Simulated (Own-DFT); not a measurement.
# Strain and stress in diamond silicon, 64 atoms (Si64)

No measurement is shown. These are fixed-geometry runs of a retired plane-wave code named Own-DFT, which no person has reviewed; spin and spin-orbit coupling are neglected.

All runs used: PBE; PseudoDojo norm-conserving scalar-relativistic files; cutoff 20 hartree; 3 x 3 x 3 k mesh centred on Gamma; Fermi-Dirac smearing of 0.1 eV.

Keep in mind: k mesh not checked against a denser one; stress not checked against mesh or cutoff.

Unstrained cell vectors in Å: (10.862, 0.000, 0.000); (0.000, 10.862, 0.000); (0.000, 0.000, 10.862). The unstrained cell has measured lattice constants (interpolated for alloys), not those of this functional. That, the random moves and any unrelaxed bonds set the pressure at no strain. In each run the cell takes a homogeneous strain; fractional positions stay. Each coordinate of each atom was shifted by a normal deviate of width 0.05 Å. Strain is the symmetric tensor, in per cent. Stress is positive in tension, and the pressure is minus a third of its trace.

```
run  e_xx (%)  e_yy (%)  e_zz (%)  e_yz (%)  e_xz (%)  e_xy (%)  s_xx (GPa)  s_yy (GPa)  s_zz (GPa)  s_yz (GPa)  s_xz (GPa)  s_xy (GPa)  P (GPa)  E (meV/atom)
  1     -1.55     -0.74     -0.87      1.37     -1.15     -0.28       -6.43       -5.76       -6.03        3.35       -2.16        0.28     6.08          33.5
  2     -1.63     -1.63     -1.20      1.04      0.98      0.97       -7.79       -7.92       -7.62        3.62        2.98        2.78     7.78          51.7
  3      1.15      1.56     -1.15      0.61     -1.28     -1.70       -1.01       -0.61       -2.79        0.55       -2.83       -3.43     1.47          22.0
  4     -0.80     -1.46      0.50      0.12     -0.59      1.77       -4.73       -5.27       -3.46        0.52       -0.95        3.40     4.49          22.6
  5      1.25     -0.03     -1.95      0.80      0.48     -1.57       -2.19       -3.47       -4.83        2.05        1.11       -3.11     3.50          22.9
  6     -0.46      1.01      1.69      0.65     -1.03      0.83       -1.54       -0.41        0.29        1.12       -2.03        1.05     0.55           6.4
  7      0.37      0.30      0.66      0.38     -0.93     -1.55       -1.44       -1.56       -1.16        0.88       -1.51       -3.63     1.38           4.2
  8      1.00      0.42     -1.85      0.86      0.77      0.12       -2.16       -2.59       -4.64        2.29        1.50       -0.46     3.13          20.4
  9      1.37      0.35      1.20      1.08     -1.11     -0.05        0.45       -0.53        0.25        1.30       -2.16        0.72    -0.06           5.1
 10     -1.45     -0.20      1.27     -1.12     -0.26     -1.69       -4.04       -2.97       -1.44       -2.08       -0.43       -3.51     2.81           0.0
 11     -0.17      0.10      1.12     -1.12      1.01     -0.57       -2.00       -1.93       -0.99       -1.62        2.27       -1.32     1.64           4.2
 12      0.01      0.42     -0.34      1.17      1.34     -1.73       -2.85       -2.39       -3.00        2.89        2.74       -3.58     2.75          21.6
 13      1.73     -0.66     -0.47     -1.39     -1.41     -1.66       -1.05       -3.16       -3.11       -3.86       -2.93       -4.79     2.44          30.1
 14     -1.09     -0.65     -0.23      1.91      1.01      0.18       -5.45       -4.93       -4.54        4.83        1.81        0.01     4.97          33.8
 15     -1.80      1.96     -0.93      0.16     -0.03     -1.02       -4.77       -1.16       -3.98        0.79        0.63       -1.30     3.30           9.0
 16     -0.22     -0.47     -0.68      0.16     -0.44     -0.05           ?           ?           ?           ?           ?           ?        ?             ?
```

E is the free energy for each atom above the lowest run shown.

## What the rows give

Least squares on the runs shown: each stress against a constant and the strains, taken as fractions with shears doubled. Shear strains stay in the fit of a normal stress only where such slopes are resolved. The slopes, in GPa:

```
stress  at no strain  per e_xx  per e_yy  per e_zz  scatter
  s_xx          -2.8   156 ± 4    77 ± 5    78 ± 4     0.19
  s_yy          -2.8    64 ± 5   171 ± 6    74 ± 5     0.21
  s_zz          -2.8    69 ± 6    81 ± 7   165 ± 6     0.25
```

The slope of each shear stress on twice its own strain, from a fit on all six strains: yz 104 ± 4, xz 102 ± 5, xy 99 ± 10 GPa. These are stiffnesses along x, y and z of the frame in which the cell vectors are given, which need not be the crystal's axes. The atoms are held to the strained lattice; where symmetry lets them move under strain, relaxing them would lower some slopes. Slopes across the diagonal should nearly agree, so their difference gauges the noise. A ninth of the table's sum, 104 ± 3 GPa, estimates the bulk modulus near the mean pressure of these runs, 3.1 GPa, so it lies above the value at zero pressure.

## The run left out

Question: what normal stresses and pressure should run 16 give?

The fit gives s_xx = -4.1, s_yy = -4.3, s_zz = -4.5 and P = 4.3 GPa. The run itself gave -3.69, -3.78, -4.19 and P = 3.89 GPa.
